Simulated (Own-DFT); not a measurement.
## Calculated data, SiC (2H silicon carbide, atoms displaced)

All values are calculated (Own-DFT development build). A calculation, not a measurement: plane-wave PBE density functional theory by an unreviewed code, no spin, of a simulated periodic cell, stress positive in tension, free energy of the whole cell less one offset for each atom, forces on such cells passed a denser k mesh, this cell's mesh not checked; offsets are fitted by least squares, one for each functional and potential file, so energies compare only between cells with the same atoms and settings and are not formation energies; the far tail of each file's local potential was reset to the Coulomb form; each entry is a single point on an unrelaxed cell, so the pressure reflects the starting lattice, mostly measured values (interpolated for alloys), from which strain is counted, and rises with the displacements; printed positions are rounded, which can move forces by about a meV/angstrom; the program, named Own-DFT, is a retired in-house code; no spin-orbit coupling.

Settings shared by all entries: functional PBE; potential files PseudoDojo norm-conserving, scalar-relativistic, standard set; wave cutoff 42 hartree; occupations Fermi-Dirac; smearing width 0.1 eV; hardware one NVIDIA H100; k mesh 4 x 4 x 3 centred on Gamma.

(1) SiC (2H silicon carbide, atoms displaced)

```
SiC
1.0
      9.2481     0.0000     0.0000
     -4.6241     8.0091     0.0000
      0.0000     0.0000    10.0681
Si C Si C Si C Si C Si C Si C Si C Si C Si C Si C Si C Si C Si C Si C Si C Si C Si C Si C
2 2 2 2 2 2 2 2 2 2 2 2 2 2 2 2 2 2 2 2 2 2 2 2 2 2 2 2 2 2 2 2 2 2 2 2
Direct
  0.00394 0.99845 0.99817
  0.11224 0.22054 0.25255
  0.00315 0.00220 0.18853
  0.10695 0.21814 0.43622
  0.99573 0.99960 0.49879
  0.11065 0.22413 0.74530
  0.00514 0.00024 0.69074
  0.11415 0.22715 0.93590
  0.99468 0.32266 0.00226
  0.12654 0.56430 0.24968
  0.99722 0.33387 0.18614
  0.11398 0.55793 0.43660
  0.00441 0.33300 0.50135
  0.10560 0.55602 0.74977
  0.00399 0.33225 0.68912
  0.11290 0.55546 0.93434
  0.00008 0.67161 0.00105
  0.10918 0.89012 0.24534
  0.00015 0.66692 0.18748
  0.11101 0.89536 0.43739
  0.00042 0.66612 0.50112
  0.11285 0.89042 0.74798
  0.00204 0.67150 0.68912
  0.10718 0.89257 0.94110
  0.33714 0.99346 0.99765
  0.43799 0.21368 0.25388
  0.32872 0.99120 0.18372
  0.43929 0.21770 0.44054
  0.33524 0.00036 0.50034
  0.44279 0.22717 0.74687
  0.33556 0.99830 0.68784
  0.44130 0.22080 0.93716
  0.33149 0.33528 0.99892
  0.44230 0.55451 0.25203
  0.33483 0.33980 0.19174
  0.44007 0.55557 0.43436
  0.33432 0.33330 0.49287
  0.44857 0.55880 0.75351
  0.33569 0.33120 0.68928
  0.44220 0.55504 0.93470
  0.33335 0.66674 0.99781
  0.44667 0.89196 0.24876
  0.32854 0.66160 0.18837
  0.43590 0.88844 0.44273
  0.32674 0.66253 0.50397
  0.44519 0.89307 0.74442
  0.33902 0.66939 0.69338
  0.43691 0.88281 0.94035
  0.67151 0.00070 0.00621
  0.77838 0.22171 0.24884
  0.66677 0.99825 0.18736
  0.77386 0.22074 0.42901
  0.67222 0.00427 0.49906
  0.77939 0.21928 0.75126
  0.66614 0.99580 0.68652
  0.77845 0.22403 0.93797
  0.66627 0.33556 0.99827
  0.77817 0.55920 0.25208
  0.66599 0.32939 0.18826
  0.77775 0.55571 0.43673
  0.67054 0.33169 0.50024
  0.77844 0.54985 0.74655
  0.66491 0.33523 0.68780
  0.78080 0.55765 0.93172
  0.66587 0.66695 0.99770
  0.78466 0.89626 0.25283
  0.66749 0.66699 0.19097
  0.77826 0.89130 0.43889
  0.66383 0.66782 0.50055
  0.77691 0.88483 0.74928
  0.65519 0.66025 0.69091
  0.77563 0.88502 0.93705
```

| Quantity | Value |
| --- | --- |
| free energy of cell above offsets | -9.978 eV |
| pressure | 4.05 GPa |
| stress xx | -4.12 GPa |
| stress yy | -2.51 GPa |
| stress zz | -5.52 GPa |
| stress yz | 0.2 GPa |
| stress xz | 0.62 GPa |
| stress xy | 0.94 GPa |
| wall time | 375.6 s |

Force:
```tsv
element	x (eV/Å)	y (eV/Å)	z (eV/Å)
Si	-1.775	1.256	0.307
Si	-0.779	0.873	-1.096
C	-0.392	0.162	-0.55
C	0.341	0.609	0.619
Si	1.097	-0.015	0.789
Si	1.429	-0.379	1.226
C	-1.417	-0.069	-0.968
C	-0.233	-1.309	-0.004
Si	0.087	2.244	-0.598
Si	-3.615	-2.144	0.077
C	1.086	0.009	0.948
C	-0.523	-0.739	0.536
Si	-1.086	0.138	-0.884
Si	1.672	0.288	0.398
C	-1.483	0.473	-0.826
C	-0.925	-0.357	1.072
Si	0.72	-1.022	-0.493
Si	0.623	-0.729	1.024
C	0.148	0.019	0.382
C	0.418	-1.029	-0.131
Si	-0.268	0.863	-0.736
Si	0.353	0.23	1.009
C	-0.21	-0.878	-0.693
C	2.233	-0.804	-1.252
Si	-2.147	1.383	0.155
Si	0.479	0.938	-1.202
C	0.042	1.136	0.596
C	1.024	0.708	-0.384
Si	-1.492	-0.136	0.348
Si	1.053	-1.378	0.966
C	-0.916	0.924	-0.088
C	0.4	0.064	-0.007
Si	0.583	-0.22	0.456
Si	0.4	0.865	-0.683
C	0.402	-1.681	-0.636
C	0.369	0.212	1.099
Si	-0.425	-0.102	1.515
Si	-1.587	-1.47	-0.552
C	-1.558	1.148	-1.33
C	0.55	0.244	1.385
Si	-0.394	-0.919	0.15
Si	-0.348	-1.142	0.771
C	2.422	2.014	-0.972
C	2.29	-0.316	-1.186
Si	0.983	1.008	0.169
Si	0.677	-0.951	1.481
C	-1.261	-0.655	-1.007
C	2.158	0.966	-1.115
Si	-1.009	-0.428	-1.937
Si	-0.232	0.46	-1.021
C	0.257	0.308	0.961
C	1.133	0.305	2.325
Si	-1.487	-0.7	-0.036
Si	-0.502	0.052	-0.232
C	0.303	1.008	0.106
C	-0.176	-0.929	0.054
Si	-0.125	-0.156	0.326
Si	0.606	-1.074	-0.753
C	-0.827	0.5	0.053
C	-0.157	0.054	1.005
Si	-1.209	0.241	-0.542
Si	-0.988	1.459	0.352
C	1.288	-1.134	-0.402
C	-0.433	-0.235	1.05
Si	0.254	-0.605	0.517
Si	-0.32	-1.351	-0.686
C	-0.424	0.6	-0.54
C	-0.238	-0.407	0.012
Si	0.044	-0.593	0.021
Si	0.099	0.152	0.172
C	2.736	1.204	-1.186
C	0.201	0.94	0.294
```

(2) SiC (2H silicon carbide, atoms displaced)

```
SiC
1.0
      9.2481     0.0000     0.0000
     -4.6241     8.0091     0.0000
      0.0000     0.0000    10.0681
Si C Si C Si C Si C Si C Si C Si C Si C Si C Si C Si C Si C Si C Si C Si C Si C Si C Si C
2 2 2 2 2 2 2 2 2 2 2 2 2 2 2 2 2 2 2 2 2 2 2 2 2 2 2 2 2 2 2 2 2 2 2 2
Direct
  0.00347 0.99767 0.00419
  0.11222 0.22650 0.25442
  0.99528 0.99950 0.18829
  0.11181 0.22458 0.43819
  0.99858 0.99753 0.49894
  0.11412 0.22457 0.75313
  0.99884 0.00099 0.68697
  0.11902 0.22792 0.93554
  0.00125 0.34051 0.99620
  0.11177 0.55213 0.25577
  0.99670 0.33288 0.18875
  0.11615 0.55598 0.43853
  0.00224 0.33911 0.49997
  0.10836 0.55523 0.75319
  0.00381 0.33898 0.68990
  0.11752 0.55943 0.94132
  0.99585 0.66419 0.00047
  0.10906 0.88178 0.25032
  0.00250 0.66944 0.18573
  0.10959 0.88628 0.43787
  0.00349 0.66298 0.49723
  0.11115 0.89027 0.74876
  0.99284 0.66373 0.68649
  0.11383 0.88773 0.94169
  0.32855 0.99889 0.99825
  0.44055 0.22315 0.25139
  0.33033 0.99780 0.18756
  0.44269 0.22287 0.43560
  0.33426 0.99290 0.49498
  0.44047 0.22298 0.75500
  0.33950 0.00629 0.68300
  0.44200 0.22295 0.94164
  0.33449 0.33536 0.00399
  0.44329 0.56066 0.25627
  0.33785 0.33356 0.18310
  0.44805 0.55064 0.44089
  0.32998 0.33007 0.49679
  0.43797 0.55232 0.75106
  0.33597 0.34185 0.68158
  0.44554 0.55431 0.93355
  0.32839 0.66382 0.99691
  0.44578 0.88639 0.24596
  0.33135 0.65858 0.19047
  0.44315 0.88688 0.43627
  0.32682 0.66213 0.49563
  0.44224 0.88603 0.75324
  0.32583 0.66130 0.68734
  0.45091 0.89291 0.93454
  0.67240 0.00117 0.99956
  0.77825 0.22000 0.24588
  0.66726 0.00502 0.18836
  0.77611 0.21508 0.43804
  0.66784 0.99632 0.49817
  0.77585 0.22121 0.74916
  0.67148 0.00263 0.69357
  0.77855 0.21728 0.93334
  0.66645 0.33050 0.00535
  0.78192 0.55099 0.24894
  0.66379 0.33196 0.19260
  0.78147 0.55382 0.44104
  0.67285 0.33688 0.50110
  0.77156 0.55275 0.74991
  0.66716 0.33840 0.69055
  0.78327 0.55848 0.94094
  0.66163 0.66821 0.00352
  0.77970 0.89247 0.24810
  0.66716 0.66170 0.18665
  0.77482 0.88628 0.43320
  0.66642 0.66551 0.50058
  0.77718 0.88712 0.74594
  0.67298 0.66449 0.68665
  0.77542 0.88271 0.93784
```

| Quantity | Value |
| --- | --- |
| free energy of cell above offsets | -10.177 eV |
| pressure | 3.89 GPa |
| stress xx | -2.53 GPa |
| stress yy | -3.23 GPa |
| stress zz | -5.9 GPa |
| stress yz | -0.32 GPa |
| stress xz | -0.61 GPa |
| stress xy | -0.68 GPa |
| wall time | 346.7 s |

Force:
```tsv
element	x (eV/Å)	y (eV/Å)	z (eV/Å)
Si	-1.003	0.568	-1.073
Si	0.426	-0.672	-1.485
C	1.322	0.559	0.601
C	-0.408	-0.409	0.212
Si	-0.099	0.286	-0.014
Si	-0.159	0.153	-1.332
C	0.375	0.303	0.137
C	-0.953	-0.851	1.23
Si	0.825	-1.465	0.537
Si	-0.655	0.402	-1.707
C	0.634	0.368	-0.425
C	-1.257	-0.533	-0.466
Si	0.037	-1.621	0.68
Si	-0.41	0.49	-0.484
C	-0.396	-0.982	-0.211
C	-1.958	-0.371	-0.809
Si	1.094	0.694	-0.046
Si	-0.593	1.516	-0.044
C	0.499	-1.459	0.725
C	0.302	-0.21	-0.147
Si	-1.117	0.688	1.043
Si	0.285	-0.306	-0.187
C	1.119	0.451	0.398
C	-0.833	-0.342	-1.125
Si	1.532	0.316	0.618
Si	0.741	-0.61	-0.229
C	0.369	0.01	-0.002
C	0.668	-0.465	0.616
Si	-1.031	1.72	0.542
Si	0.445	0.615	-1.281
C	-0.466	-1.076	0.932
C	0.463	-0.082	-0.191
Si	0.078	0.17	-1.305
Si	2.149	-1.395	-1.032
C	-1.513	0.571	2.084
C	-1.466	0.738	-0.383
Si	0.798	0.097	0.543
Si	0.958	1.048	-1.016
C	0.104	-1.835	1.182
C	-0.678	0.111	1.173
Si	2.06	1.096	0.78
Si	-0.827	0.232	0.326
C	-0.765	1.269	-0.773
C	0.879	-0.672	-0.351
Si	2.288	0.93	1.5
Si	0.214	0.469	-1.501
C	0.42	1.02	-0.133
C	-0.926	-0.691	1.602
Si	-0.259	-0.466	-0.299
Si	-0.804	0.608	1.347
C	0.455	-1.317	-0.703
C	0.062	1.336	-0.167
Si	-0.572	0.106	0.946
Si	0.219	0.861	-0.321
C	-0.814	-1.066	-1.63
C	-0.386	1.229	1.272
Si	-0.02	0.342	-0.964
Si	-1.039	0.755	0.545
C	0.677	-0.48	-0.638
C	-0.082	0.422	-1.149
Si	-0.93	-1.305	0.004
Si	1.366	0.508	0.859
C	0.047	-1.525	-0.245
C	-1.504	-1.106	-0.4
Si	1.266	-0.735	-0.77
Si	-0.364	-1.197	-0.282
C	-0.696	0.821	1.127
C	0.565	-0.063	0.808
Si	0.832	-0.116	-0.088
Si	0.333	-0.167	1.071
C	-2.452	0.599	0.015
C	0.528	1.117	-0.049
```

(3) SiC (2H silicon carbide, atoms displaced)

```
SiC
1.0
      9.2481     0.0000     0.0000
     -4.6241     8.0091     0.0000
      0.0000     0.0000    10.0681
Si C Si C Si C Si C Si C Si C Si C Si C Si C Si C Si C Si C Si C Si C Si C Si C Si C Si C
2 2 2 2 2 2 2 2 2 2 2 2 2 2 2 2 2 2 2 2 2 2 2 2 2 2 2 2 2 2 2 2 2 2 2 2
Direct
  0.00282 0.00529 0.00002
  0.11273 0.22277 0.24591
  0.99884 0.00322 0.18932
  0.11276 0.22813 0.43306
  0.00189 0.00020 0.49631
  0.11222 0.21806 0.74999
  0.00156 0.99433 0.68937
  0.11100 0.22357 0.93613
  0.00028 0.33875 0.99702
  0.11039 0.55818 0.24431
  0.00416 0.33527 0.18730
  0.11263 0.55380 0.43543
  0.99936 0.33718 0.49883
  0.10680 0.55642 0.74368
  0.00484 0.33489 0.68520
  0.10804 0.55533 0.93987
  0.99743 0.66331 0.99975
  0.10730 0.88990 0.25249
  0.00426 0.66237 0.18444
  0.11063 0.88577 0.43020
  0.99902 0.66595 0.50130
  0.11078 0.89207 0.74738
  0.00227 0.66434 0.69465
  0.10938 0.88854 0.93652
  0.33552 0.00468 0.00510
  0.44687 0.21953 0.24836
  0.33914 0.00877 0.18008
  0.44238 0.22112 0.43873
  0.34401 0.99825 0.50175
  0.44047 0.21982 0.75306
  0.33226 0.00215 0.68930
  0.44015 0.22212 0.93551
  0.33479 0.33848 0.00043
  0.45037 0.55904 0.24826
  0.33773 0.33842 0.19016
  0.44844 0.56033 0.43940
  0.33050 0.32567 0.49643
  0.44633 0.55558 0.75152
  0.33232 0.33438 0.68860
  0.44480 0.55458 0.93976
  0.33815 0.67117 0.99867
  0.45000 0.89729 0.24848
  0.33704 0.67392 0.18928
  0.44048 0.88552 0.43596
  0.33817 0.66685 0.50541
  0.44996 0.88664 0.75131
  0.32192 0.65986 0.69000
  0.44598 0.88768 0.94135
  0.66244 0.99713 0.00146
  0.78149 0.22703 0.24588
  0.67297 0.00214 0.18700
  0.77916 0.21630 0.43829
  0.66371 0.99958 0.49696
  0.78317 0.22415 0.74913
  0.66257 0.99849 0.68537
  0.78183 0.22955 0.93520
  0.66262 0.33011 0.00073
  0.77707 0.55687 0.25128
  0.66979 0.33783 0.18737
  0.78550 0.55913 0.43524
  0.67496 0.33642 0.50475
  0.77426 0.54957 0.75066
  0.66767 0.34020 0.68444
  0.77538 0.55561 0.93915
  0.66534 0.66270 0.99760
  0.77913 0.88668 0.24765
  0.66529 0.66306 0.18586
  0.77916 0.88389 0.43558
  0.66802 0.66665 0.49884
  0.77396 0.88463 0.75124
  0.66445 0.66447 0.68449
  0.77432 0.88662 0.94094
```

| Quantity | Value |
| --- | --- |
| free energy of cell above offsets | -10.256 eV |
| pressure | 3.92 GPa |
| stress xx | -2.72 GPa |
| stress yy | -3.17 GPa |
| stress zz | -5.88 GPa |
| stress yz | 0 GPa |
| stress xz | 0.07 GPa |
| stress xy | 0.22 GPa |
| wall time | 363.6 s |

Force:
```tsv
element	x (eV/Å)	y (eV/Å)	z (eV/Å)
Si	-0.103	-0.982	-0.138
Si	-0.074	0.725	0.656
C	0.701	-0.509	-0.641
C	0.009	-1.078	0.651
Si	0.031	0.258	0.108
Si	-0.36	0.552	-0.353
C	-1.726	0.827	-1.014
C	-0.106	0.386	0.448
Si	0.648	-0.637	0.542
Si	1.711	-0.4	1.262
C	-0.415	0.019	-0.623
C	-0.36	0.856	0.326
Si	1.015	-0.6	-0.354
Si	0.936	-1.156	2.191
C	-0.474	-0.683	0.297
C	0.908	0.681	-1.148
Si	-0.06	0.852	-0.397
Si	1.099	-0.322	-2.058
C	-2.268	1.395	0.405
C	0.537	0.603	2.548
Si	1.165	0.319	-0.201
Si	1.21	-1.158	1.145
C	-2.017	0.907	-1.762
C	0.278	0.285	0.55
Si	-0.492	-0.996	-2.834
Si	-0.592	1.373	0.63
C	-0.344	-1.251	2.773
C	1.68	-0.277	-0.371
Si	-2.607	0.559	-0.19
Si	0.235	0.749	-1.253
C	1.111	-0.715	-0.167
C	0.597	0.22	0.979
Si	-0.133	-0.949	0.237
Si	-1.407	0.103	0.87
C	0.129	-0.713	-0.642
C	0.316	-1.069	-0.34
Si	-0.448	1.679	0.67
Si	-0.831	-0.45	-0.471
C	0.45	-0.455	-0.291
C	-0.207	0.593	-0.617
Si	-0.866	-1.04	0.769
Si	-0.157	-0.872	-0.265
C	0.385	-0.388	-0.494
C	1.231	0.248	0.105
Si	-0.987	-0.692	-1.295
Si	-2.062	-0.115	0.233
C	2.186	1.463	0.091
C	-0.64	0.825	-0.86
Si	0.973	0.999	-0.399
Si	0.44	-0.392	0.659
C	-0.719	0.218	0.347
C	-0.882	1.137	-0.474
Si	1.011	-0.834	0.029
Si	-0.777	0.086	-0.442
C	1.134	0.359	0.195
C	-0.486	-1.424	0.43
Si	0.083	0.752	-0.524
Si	0.997	0.124	-0.699
C	-0.053	-0.716	0.133
C	-1.008	-0.831	0.781
Si	-1.021	-0.404	-1.954
Si	0.001	1.644	0.305
C	0.54	-1.893	1.383
C	0.298	-0.728	-0.401
Si	-0.072	0.638	0.55
Si	-0.375	0.02	0.274
C	0.57	0.83	-0.059
C	-0.701	0.881	0.224
Si	0.216	-0.347	-0.167
Si	0.386	0.396	-0.243
C	0.343	0.181	0.852
C	0.274	0.332	-0.505
```
